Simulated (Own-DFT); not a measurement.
# Computed records: Si23GeO48 (quartz with substituted atoms, atoms displaced)

All values are calculated (Own-DFT development build). A calculation, not a measurement: plane-wave PBE and HSE06 DFT by an unreviewed code, no spin, of a simulated cell at Gamma alone, so results move with cell size and shape, stress positive in tension, energies less offsets, not probed for a lower state with spin; oxygen file: force components 24 meV/angstrom off all-electron in a glass; k mesh not checked against a denser one; forces and stress are PBE's, HSE06 gives the energy alone, and its difference from PBE has offsets of its own; offsets are fitted by least squares, one for each functional and potential file, so energies compare only between cells with the same atoms and settings and are not formation energies; the far tail of each file's local potential was reset to the Coulomb form; each entry is a single point on an unrelaxed cell, so the pressure reflects the starting lattice, mostly measured values (interpolated for alloys), from which strain is counted, and rises with the displacements; printed positions are rounded, which can move forces by about a meV/angstrom; the program, named Own-DFT, is a retired in-house code; no spin-orbit coupling.

Common to all runs: first functional PBE; second functional HSE06; exact exchange share 0.25; screening 0.11 1/bohr; exchange divergence Gygi-Baldereschi; potential files PseudoDojo norm-conserving, scalar-relativistic, made for PBE, standard set; wave cutoff 48 hartree; occupations fixed; k mesh 1 x 1 x 1 centred on Gamma.

(1) Si23GeO48 (quartz with substituted atoms, atoms displaced)

```
CELL_PARAMETERS angstrom
9.82680 0.00000 0.00000
-4.91340 8.51030 0.00000
0.00000 0.00000 10.81040
ATOMIC_POSITIONS crystal
Si 0.23122 0.99891 0.99434
Si 0.98763 0.22543 0.33489
Si 0.26344 0.25471 0.17209
O 0.20584 0.13723 0.05419
O 0.42384 0.28881 0.22294
O 0.36830 0.08023 0.39197
O 0.08066 0.36603 0.43897
O 0.13195 0.19993 0.27389
O 0.28104 0.41999 0.10716
Si 0.23460 0.99893 0.50247
Si 0.99918 0.24049 0.82857
Si 0.26427 0.25341 0.66552
O 0.20403 0.12681 0.56181
O 0.42328 0.30087 0.72586
O 0.37319 0.07768 0.88749
O 0.06333 0.36431 0.94132
O 0.13224 0.20442 0.77449
O 0.29512 0.42928 0.61064
Si 0.23915 0.49898 0.98870
Si 0.00251 0.74370 0.33386
Si 0.27059 0.77555 0.16677
O 0.20040 0.63382 0.05657
O 0.43681 0.80391 0.22328
O 0.37427 0.58491 0.40079
O 0.07514 0.86033 0.44902
O 0.13672 0.71187 0.26814
O 0.29708 0.93091 0.11044
Si 0.24106 0.51023 0.50300
Si 0.99708 0.73062 0.83523
Si 0.26565 0.75868 0.66447
O 0.20639 0.63661 0.55583
O 0.41641 0.78977 0.73283
O 0.37216 0.58363 0.89180
O 0.07455 0.87384 0.93770
O 0.15229 0.72027 0.77351
O 0.30064 0.93698 0.60103
Si 0.73378 0.00531 0.00744
Si 0.50335 0.23737 0.32231
Si 0.77223 0.27206 0.16944
O 0.70787 0.12835 0.06770
O 0.92577 0.28643 0.22722
O 0.86235 0.07053 0.39951
O 0.57287 0.36477 0.44172
O 0.63532 0.20896 0.27841
O 0.79359 0.43434 0.10471
Si 0.73193 0.99827 0.50950
Si 0.49770 0.23683 0.83198
Si 0.75553 0.26750 0.66699
O 0.70480 0.13405 0.56139
O 0.92454 0.30073 0.73643
O 0.86575 0.07101 0.89008
O 0.56959 0.35942 0.94141
O 0.63651 0.20741 0.77746
O 0.80471 0.43353 0.60337
Ge 0.73191 0.50075 0.99979
Si 0.50571 0.73174 0.33349
Si 0.76173 0.76325 0.16950
O 0.70753 0.64131 0.06597
O 0.92865 0.78762 0.22790
O 0.86631 0.56242 0.39334
O 0.57048 0.86589 0.44588
O 0.62347 0.70157 0.26721
O 0.80142 0.92658 0.10035
Si 0.73620 0.49151 0.49998
Si 0.48989 0.72821 0.83009
Si 0.77094 0.77753 0.66109
O 0.71064 0.63227 0.55954
O 0.92847 0.79632 0.72681
O 0.86710 0.57033 0.89436
O 0.57580 0.86151 0.94126
O 0.64559 0.72203 0.76735
O 0.79583 0.93301 0.60655
```

- PBE energy of cell above offsets: -16.639 eV
- HSE06 less PBE above offsets: -0.266 eV
- PBE pressure: 10.91 GPa
- PBE stress xx: -11.74 GPa
- PBE stress yy: -9.21 GPa
- PBE stress zz: -11.78 GPa
- PBE stress yz: 1.8 GPa
- PBE stress xz: -1.33 GPa
- PBE stress xy: -0.13 GPa

Force:
```
element  x (eV/Å)  y (eV/Å)  z (eV/Å)
     Si     2.715     2.463     1.946
     Si     4.295     2.151     1.237
     Si    -3.883     1.769     -3.52
      O     0.683    -0.893     -0.22
      O     1.565     1.497    -0.663
      O    -0.557    -0.466    -0.139
      O    -0.312    -0.042    -0.245
      O    -1.873    -0.792     1.635
      O       0.9    -0.254    -0.195
     Si     0.964     1.259    -3.404
     Si     1.686    -3.184     2.952
     Si    -4.493     3.091    -0.068
      O    -1.356     0.202    -0.608
      O     3.962     0.247     1.775
      O    -1.722    -3.056     1.731
      O     1.198     1.429     0.171
      O     0.244     0.071    -0.413
      O    -0.012    -0.712     0.026
     Si    -3.649     -0.87     5.218
     Si     2.995     -4.19     2.203
     Si     2.291     -3.76    -0.842
      O      1.31     0.049     -0.24
      O      0.58    -0.645     1.011
      O     0.077      -1.6    -0.265
      O     -1.25    -0.526    -0.589
      O     -1.66    -0.242     1.999
      O    -1.977     3.523    -2.794
     Si     1.053    -4.577    -0.666
     Si     1.503     2.001    -1.886
     Si    -1.885     4.211    -2.445
      O    -1.439     0.643    -0.002
      O     1.935     1.159    -1.055
      O    -0.543    -5.699     1.142
      O    -1.392    -2.735    -1.261
      O    -4.861     -1.44     3.313
      O     3.309    -3.472     3.661
     Si     3.369    -3.973    -5.266
     Si     -1.71    -0.489      5.53
     Si    -1.937     -0.27    -0.893
      O    -3.061     3.973     2.188
      O    -0.373     0.999    -0.895
      O    -0.216    -1.077     0.037
      O    -0.657     -1.11    -1.206
      O     3.507     0.081    -2.201
      O     5.415    -4.365     6.719
     Si    -2.316     0.904    -3.736
     Si      0.57     0.847     -1.65
     Si     3.797     0.367    -0.005
      O    -0.735     0.766     0.542
      O    -3.553      1.02    -3.954
      O    -0.766     0.492     0.751
      O    -2.734    -1.814    -0.824
      O    -1.872    -0.088     0.731
      O     1.124    -1.349     2.309
     Ge    -3.497     2.166    -0.937
     Si    -4.954     3.782     0.791
     Si     1.277     3.306     0.323
      O    -1.239    -1.169    -1.887
      O    -3.413     1.208     -2.26
      O     1.008     2.373    -1.696
      O     0.472    -0.372    -0.459
      O     3.411    -0.816    -0.438
      O     0.557     -0.36     1.916
     Si    -2.162     2.941    -1.354
     Si     6.109     7.248    -0.983
     Si     2.373    -4.057     0.605
      O    -0.003     0.637    -0.019
      O     0.827     -0.06     0.191
      O     3.069     1.624    -3.811
      O    -0.485     0.141    -0.051
      O    -3.257    -1.229     2.005
      O     1.655      1.11     1.381
```

(2) Si23GeO48 (quartz with substituted atoms, atoms displaced)

```
CELL_PARAMETERS angstrom
9.82680 0.00000 0.00000
-4.91340 8.51030 0.00000
0.00000 0.00000 10.81040
ATOMIC_POSITIONS crystal
Si 0.22842 0.00253 0.99243
Si 0.00091 0.24046 0.33101
Si 0.27054 0.26893 0.16932
O 0.21391 0.13512 0.06782
O 0.43027 0.30094 0.22875
O 0.36556 0.07344 0.39365
O 0.06929 0.35623 0.43580
O 0.13387 0.20892 0.27307
O 0.29999 0.43519 0.11066
Ge 0.22515 0.99267 0.50372
Si 0.98596 0.22920 0.83396
Si 0.26190 0.26125 0.67412
O 0.21354 0.13077 0.55801
O 0.42958 0.30504 0.72995
O 0.36185 0.06937 0.89781
O 0.08467 0.36717 0.94076
O 0.13306 0.20809 0.77449
O 0.29516 0.41954 0.60135
Si 0.24061 0.50220 0.00515
Si 0.00944 0.73539 0.33053
Si 0.26386 0.77028 0.16945
O 0.21031 0.62845 0.06571
O 0.43235 0.79788 0.22370
O 0.36474 0.57289 0.39371
O 0.07334 0.85691 0.43880
O 0.12468 0.70294 0.27659
O 0.29615 0.93327 0.11402
Si 0.23522 0.49545 0.49039
Si 0.00458 0.74231 0.82851
Si 0.27455 0.77707 0.66088
O 0.20768 0.62591 0.56295
O 0.41990 0.78627 0.72452
O 0.36464 0.56720 0.89248
O 0.07208 0.86644 0.94618
O 0.12262 0.70233 0.77661
O 0.30501 0.92750 0.60610
Si 0.73049 0.99664 0.00421
Si 0.50244 0.23553 0.33489
Si 0.77304 0.25789 0.16956
O 0.69256 0.13121 0.05894
O 0.93101 0.28646 0.22798
O 0.87025 0.08385 0.39442
O 0.57255 0.37068 0.43908
O 0.63773 0.20181 0.27525
O 0.78398 0.41842 0.11208
Si 0.73424 0.00006 0.49947
Si 0.50533 0.24374 0.83477
Si 0.76811 0.26745 0.66004
O 0.70281 0.13611 0.56654
O 0.92256 0.29497 0.72089
O 0.86533 0.06739 0.89298
O 0.56120 0.36156 0.94379
O 0.62627 0.20127 0.78322
O 0.78377 0.42446 0.61546
Si 0.71946 0.48995 0.00142
Si 0.49696 0.73216 0.33103
Si 0.76071 0.76688 0.17284
O 0.70281 0.62775 0.05770
O 0.92070 0.78712 0.23070
O 0.87048 0.57568 0.39135
O 0.57997 0.87555 0.43654
O 0.62971 0.71107 0.28131
O 0.79431 0.93454 0.10853
Si 0.74002 0.50300 0.51121
Si 0.49663 0.73232 0.83589
Si 0.75147 0.76433 0.66388
O 0.69678 0.63162 0.55472
O 0.92495 0.79508 0.72511
O 0.86307 0.56388 0.89008
O 0.57579 0.86796 0.94421
O 0.63582 0.70674 0.77480
O 0.79237 0.91940 0.61251
```

* PBE energy of cell above offsets: -15.508 eV
* HSE06 less PBE above offsets: -0.215 eV
* PBE pressure: 11.24 GPa
* PBE stress xx: -12.72 GPa
* PBE stress yy: -11.77 GPa
* PBE stress zz: -9.25 GPa
* PBE stress yz: -1.61 GPa
* PBE stress xz: -0.69 GPa
* PBE stress xy: 1.6 GPa

Force:
```
element  x (eV/Å)  y (eV/Å)  z (eV/Å)
     Si     1.743     0.499     5.243
     Si     3.962    -4.026      0.43
     Si     -0.99     0.445     0.031
      O    -0.893    -0.222    -1.109
      O     1.534     0.159      0.64
      O     1.858     0.757    -2.311
      O     0.362     4.426     3.757
      O     0.333    -0.151     0.062
      O     1.413    -1.169     1.494
     Ge     4.887    -0.993    -2.437
     Si     2.804     2.991    -0.214
     Si     0.847     0.876    -3.513
      O    -5.871     7.841     5.363
      O     0.861    -0.377      0.45
      O     2.158     2.594    -3.398
      O    -1.647    -1.886    -1.014
      O    -2.579    -1.128     1.751
      O    -0.838     0.419    -0.849
     Si    -0.197    -0.953    -1.703
     Si    -8.756     -0.74     2.658
     Si     0.813    -0.747    -0.731
      O    -1.818     2.405     1.267
      O    -0.978    -0.223     0.113
      O     1.777     1.228    -2.649
      O    -3.472    -2.932      -0.9
      O     8.931    -1.171    -4.413
      O    -1.124     0.244    -1.385
     Si    -1.621    -1.666      5.12
     Si    -4.504    -2.355     3.409
     Si    -1.343    -8.245     2.845
      O     -0.46     0.765    -0.208
      O     3.012     0.544     1.938
      O     0.626     0.834     -0.36
      O    -2.102    -2.341    -1.604
      O     6.001     0.688    -3.777
      O     0.544      3.32     0.421
     Si    -0.631     2.937    -1.108
     Si     0.526     -0.15    -0.433
     Si    -4.297     1.197    -1.095
      O     1.677    -0.916    -0.551
      O     -2.36     1.925    -4.109
      O    -0.774     -2.21     1.275
      O     1.236     0.911     1.212
      O    -0.536    -0.089     0.913
      O     0.154     0.126    -0.472
     Si     1.383     1.897     1.361
     Si    -2.425    -3.317    -0.445
     Si    -2.959    -0.328     5.442
      O     0.912     -4.22    -3.753
      O     2.814     0.034     1.903
      O    -1.001    -0.988     0.859
      O     -1.17     0.499     1.242
      O     3.596      0.49    -2.892
      O     0.587     1.316     0.763
     Si     4.994     1.436    -0.176
     Si    -2.813     1.977     1.873
     Si     1.133    -1.081    -1.942
      O     -1.91     3.191     2.522
      O    -0.421     0.732    -0.644
      O    -0.878    -1.594     2.281
      O    -1.571    -2.289    -0.814
      O     3.893     -0.65    -1.995
      O     1.743    -1.979     2.428
     Si     -1.74     0.319    -6.044
     Si     0.385     0.214    -0.279
     Si     5.374    -4.717     1.652
      O    -0.331     0.935     0.988
      O    -1.527     0.214    -1.215
      O    -0.992     0.828     0.684
      O    -1.647    -2.548    -1.729
      O    -2.485    -0.768     2.071
      O     -3.21     6.957    -4.191
```

(3) Si23GeO48 (quartz with substituted atoms, atoms displaced)

```
CELL_PARAMETERS angstrom
9.82680 0.00000 0.00000
-4.91340 8.51030 0.00000
0.00000 0.00000 10.81040
ATOMIC_POSITIONS crystal
Si 0.23819 0.01223 0.99550
Si 0.99881 0.23893 0.33965
Si 0.25375 0.25533 0.16857
O 0.20453 0.13302 0.06936
O 0.41612 0.29106 0.22489
O 0.36559 0.06875 0.38681
O 0.08132 0.36650 0.44728
O 0.12741 0.19379 0.27400
O 0.29360 0.42340 0.11222
Ge 0.23803 0.00416 0.49675
Si 0.99997 0.23884 0.83052
Si 0.26680 0.26879 0.67565
O 0.19923 0.12947 0.56421
O 0.42559 0.28845 0.72574
O 0.36821 0.07291 0.89058
O 0.07055 0.36482 0.93661
O 0.12705 0.19865 0.77681
O 0.28108 0.41398 0.60814
Si 0.24138 0.49870 0.99093
Si 0.01176 0.74009 0.33203
Si 0.25740 0.76564 0.16668
O 0.20913 0.63281 0.05739
O 0.43352 0.79471 0.23466
O 0.36166 0.57652 0.39597
O 0.07539 0.87178 0.43749
O 0.13588 0.70470 0.27834
O 0.27929 0.92072 0.11186
Si 0.23770 0.50043 0.49151
Si 0.00490 0.73764 0.83057
Si 0.26036 0.75613 0.66705
O 0.20877 0.64046 0.56041
O 0.43154 0.78191 0.72367
O 0.36051 0.56957 0.89253
O 0.07986 0.87078 0.92905
O 0.13510 0.71940 0.78575
O 0.29325 0.93140 0.60040
Si 0.73404 0.99541 0.00174
Si 0.50212 0.23180 0.34047
Si 0.76449 0.26638 0.16901
O 0.70908 0.13548 0.05078
O 0.92056 0.28470 0.22260
O 0.85871 0.07212 0.39249
O 0.57148 0.36180 0.44338
O 0.62777 0.21576 0.26890
O 0.79107 0.43010 0.10775
Si 0.73151 0.98991 0.50436
Si 0.49988 0.23797 0.83846
Si 0.76590 0.27268 0.65960
O 0.70814 0.13028 0.55672
O 0.91904 0.29362 0.72688
O 0.85860 0.06600 0.89315
O 0.56745 0.36007 0.94355
O 0.63013 0.20440 0.76853
O 0.78955 0.42269 0.61471
Si 0.73255 0.49205 0.99652
Si 0.49040 0.73835 0.33757
Si 0.74862 0.76347 0.16375
O 0.70692 0.63536 0.05645
O 0.92651 0.80163 0.22928
O 0.86209 0.56790 0.39448
O 0.58013 0.86977 0.44220
O 0.63334 0.69119 0.27090
O 0.80343 0.92509 0.10917
Si 0.73313 0.49475 0.49626
Si 0.49830 0.73378 0.83788
Si 0.76625 0.76169 0.66631
O 0.71622 0.63447 0.56160
O 0.92593 0.78817 0.72182
O 0.85108 0.56432 0.88960
O 0.57095 0.87389 0.94235
O 0.62206 0.69869 0.78011
O 0.79580 0.92709 0.60893
```

* PBE energy of cell above offsets: -13.911 eV
* HSE06 less PBE above offsets: -0.266 eV
* PBE pressure: 12.34 GPa
* PBE stress xx: -12.14 GPa
* PBE stress yy: -12.08 GPa
* PBE stress zz: -12.81 GPa
* PBE stress yz: 0.24 GPa
* PBE stress xz: 1.63 GPa
* PBE stress xy: -1.98 GPa

Force:
```
element  x (eV/Å)  y (eV/Å)  z (eV/Å)
     Si    -0.357    -3.251     1.568
     Si     1.019    -2.914    -2.083
     Si     0.567     4.268     2.562
      O      0.16    -3.832    -4.962
      O     3.452    -0.246     2.824
      O      3.35     1.151    -3.685
      O    -2.998    -2.419    -1.831
      O    -3.287     0.225     2.525
      O    -1.639      1.31    -2.225
     Ge    -2.472     2.141    -0.182
     Si    -1.959     -3.25      0.22
     Si    -0.445    -3.715    -1.982
      O    -2.669      4.05     2.523
      O     0.698      0.84      0.73
      O    -0.105    -0.549     0.462
      O     0.487     1.567     1.282
      O     0.677     0.162     0.166
      O    -1.234     3.791    -1.843
     Si    -3.998    -3.119      7.57
     Si    -6.854     -0.35     0.166
     Si     3.563    -1.642    -0.737
      O     0.234     0.217      0.45
      O    -6.031     1.874    -5.724
      O     2.889     1.384    -3.134
      O    -3.371    -4.443    -2.135
      O     2.314    -1.206    -0.285
      O    -0.909       2.6    -1.796
     Si    -1.111     0.177     8.169
     Si    -7.915    -1.946     2.432
     Si    -0.082     5.428     2.832
      O     0.761    -4.072    -3.382
      O     -3.43     0.502    -1.646
      O     3.444     2.082    -4.076
      O    -0.415     2.357     2.533
      O     8.736    -1.564    -4.676
      O     6.255    -5.801      7.85
     Si     1.004     1.096     0.832
     Si    -4.656     0.976    -3.404
     Si    -1.234     -0.63    -3.189
      O    -0.827     1.557     2.391
      O     2.074     0.785      1.84
      O     0.605     0.636    -0.043
      O    -0.796     0.118     1.051
      O     2.999    -0.884    -0.776
      O     1.306    -1.057     1.162
     Si     1.388     4.413    -0.028
     Si     2.327    -1.381    -3.743
     Si     1.395    -8.378     3.442
      O    -0.698     1.125     0.586
      O     1.822     0.401     0.332
      O     1.721     1.921    -1.769
      O    -0.709     0.905      1.54
      O    -0.796     0.245     0.548
      O     -3.16     7.212     -4.41
     Si    -2.524     2.386     2.484
     Si     7.469    -1.512     1.906
     Si     6.362    -2.473      0.58
      O     0.264    -1.295    -1.163
      O     0.702    -1.184     0.324
      O     2.261     1.714    -1.911
      O    -2.646    -3.476    -1.432
      O    -5.615    -0.436     4.284
      O    -2.663     4.159    -2.437
     Si     0.446     1.242     2.668
     Si    -0.111     1.186     1.065
     Si    -2.177     0.142      2.06
      O    -0.798    -1.288    -1.134
      O     0.926     0.331     0.591
      O     2.887     2.934     -3.08
      O    -1.132    -2.464    -0.644
      O     4.259     0.248     -2.43
      O     0.999    -1.079     1.433
```

(4) Si23GeO48 (quartz with substituted atoms, atoms displaced)

```
CELL_PARAMETERS angstrom
9.82680 0.00000 0.00000
-4.91340 8.51030 0.00000
0.00000 0.00000 10.81040
ATOMIC_POSITIONS crystal
Si 0.23729 0.99797 0.99367
Si 0.99464 0.23537 0.32720
Si 0.26868 0.26659 0.16335
O 0.19900 0.13330 0.05942
O 0.42615 0.29853 0.23356
O 0.36268 0.06570 0.39072
O 0.08636 0.37236 0.44241
O 0.14258 0.21866 0.26519
O 0.29386 0.43215 0.09977
Si 0.22999 0.00118 0.49932
Si 0.01426 0.23662 0.84076
Si 0.26868 0.25911 0.66546
O 0.19601 0.12775 0.55762
O 0.42170 0.28825 0.72946
O 0.36805 0.07208 0.89563
O 0.07801 0.36081 0.93754
O 0.12504 0.20614 0.77841
O 0.30085 0.42356 0.60548
Si 0.23418 0.50486 0.00683
Si 0.00650 0.73129 0.33108
Si 0.26241 0.75618 0.16521
O 0.20453 0.63337 0.06451
O 0.42679 0.79472 0.22192
O 0.36573 0.57785 0.39596
O 0.07293 0.87174 0.43984
O 0.13625 0.69899 0.26896
O 0.30346 0.91998 0.10977
Si 0.22494 0.49957 0.50279
Si 0.00240 0.74177 0.82204
Ge 0.26128 0.76526 0.65731
O 0.20524 0.64119 0.55496
O 0.42497 0.79137 0.72210
O 0.35539 0.57014 0.88941
O 0.07354 0.86760 0.94520
O 0.14277 0.70573 0.77459
O 0.27973 0.91708 0.60457
Si 0.72968 0.00115 0.00080
Si 0.49930 0.24214 0.33799
Si 0.76277 0.26466 0.17331
O 0.70184 0.13439 0.05046
O 0.93394 0.29675 0.21957
O 0.86709 0.07335 0.38806
O 0.57692 0.36969 0.43897
O 0.63538 0.20791 0.27092
O 0.80003 0.42712 0.10129
Si 0.73985 0.00089 0.50251
Si 0.50248 0.23328 0.83489
Si 0.76810 0.26880 0.66996
O 0.70889 0.13770 0.55935
O 0.92248 0.28503 0.72434
O 0.87077 0.07740 0.89815
O 0.58393 0.36933 0.94726
O 0.63331 0.19835 0.77687
O 0.79513 0.42577 0.61008
Si 0.74189 0.50142 0.99609
Si 0.50258 0.73117 0.32638
Si 0.75412 0.75838 0.16899
O 0.70218 0.63075 0.05857
O 0.93422 0.79022 0.22439
O 0.86293 0.56528 0.39203
O 0.56149 0.85878 0.44031
O 0.63762 0.70671 0.27346
O 0.79419 0.92188 0.11507
Si 0.73937 0.50189 0.50379
Si 0.50610 0.73782 0.83029
Si 0.76057 0.76365 0.65982
O 0.69646 0.63337 0.55756
O 0.93421 0.79774 0.72367
O 0.86106 0.57877 0.88607
O 0.57080 0.86468 0.94053
O 0.63060 0.69745 0.76528
O 0.79649 0.92939 0.60501
```

* PBE energy of cell above offsets: -15.007 eV
* HSE06 less PBE above offsets: -0.189 eV
* PBE pressure: 10.96 GPa
* PBE stress xx: -9.63 GPa
* PBE stress yy: -11.48 GPa
* PBE stress zz: -11.77 GPa
* PBE stress yz: -1.08 GPa
* PBE stress xz: 1.15 GPa
* PBE stress xy: -0.01 GPa

Force:
```
element  x (eV/Å)  y (eV/Å)  z (eV/Å)
     Si     -0.63    -0.283      5.81
     Si     4.212      0.91     1.827
     Si     0.102     1.573    -1.588
      O     1.916    -1.407    -1.331
      O     0.033       0.6    -1.135
      O     0.425     1.802    -0.058
      O     -4.88    -6.785    -4.415
      O     -3.57    -0.935      3.17
      O     3.357    -2.322     3.728
     Si     2.104    -0.543    -0.684
     Si    -9.826    -1.836    -0.808
     Si    -4.651     0.607     0.324
      O    -0.537     1.148     0.992
      O     2.538      0.14     1.083
      O     1.532     1.085    -1.975
      O    -0.307     4.798     4.642
      O      10.4    -1.481    -6.262
      O    -1.236      0.69    -0.483
     Si    -0.855    -0.527    -5.272
     Si    -1.305     0.419     0.508
     Si     0.815     3.464     1.535
      O    -0.963    -2.595    -2.928
      O     2.439    -0.481     0.842
      O    -0.046    -0.646    -0.138
      O    -1.084    -2.795     -1.63
      O    -1.779    -1.027     2.758
      O     -2.65     3.157    -2.845
     Si     6.499     4.271      2.09
     Si     3.943    -2.023     5.505
     Ge     3.954    -0.863     6.877
      O     0.134    -8.064    -7.662
      O     4.755     0.903      1.91
      O     1.104     1.802    -0.493
      O    -0.972    -2.148    -2.435
      O    -5.244    -1.557     4.975
      O    -4.143      10.6    -4.009
     Si     3.352    -0.859     0.461
     Si     1.184    -3.802     -1.36
     Si     1.711     0.943    -5.774
      O    -1.064     2.175     2.855
      O    -1.543     0.499    -0.842
      O    -0.322    -0.449     0.575
      O     0.118     1.324     2.135
      O    -3.274    -0.826     3.378
      O     0.775    -0.343     1.213
     Si    -3.829     0.001    -2.747
     Si     0.715     1.155     1.325
     Si     0.595    -2.557     0.366
      O       0.2    -0.641    -0.652
      O     2.497     0.434     1.752
      O    -0.395    -1.279     0.463
      O    -2.711    -4.101    -3.003
      O    -0.751     0.326    -0.093
      O    -1.036     2.071    -0.522
     Si     0.095     2.287     2.282
     Si    -3.279     0.578     2.177
     Si     6.346     0.703    -2.999
      O     0.235    -0.361    -0.004
      O    -2.062    -0.484    -0.647
      O     1.044     1.197    -0.288
      O     2.217     2.261     0.817
      O    -1.552     -2.03      3.12
      O    -2.289     2.761     -2.27
     Si    -1.043     0.083    -0.433
     Si    -2.633    -2.192    -0.202
     Si     1.874     1.196     1.812
      O     1.419    -1.762    -1.644
      O      -4.4     1.311    -4.442
      O     1.418     1.185    -1.566
      O     0.091    -0.259    -0.176
      O     -0.53     0.177     1.228
      O     1.239    -0.377     1.279
```
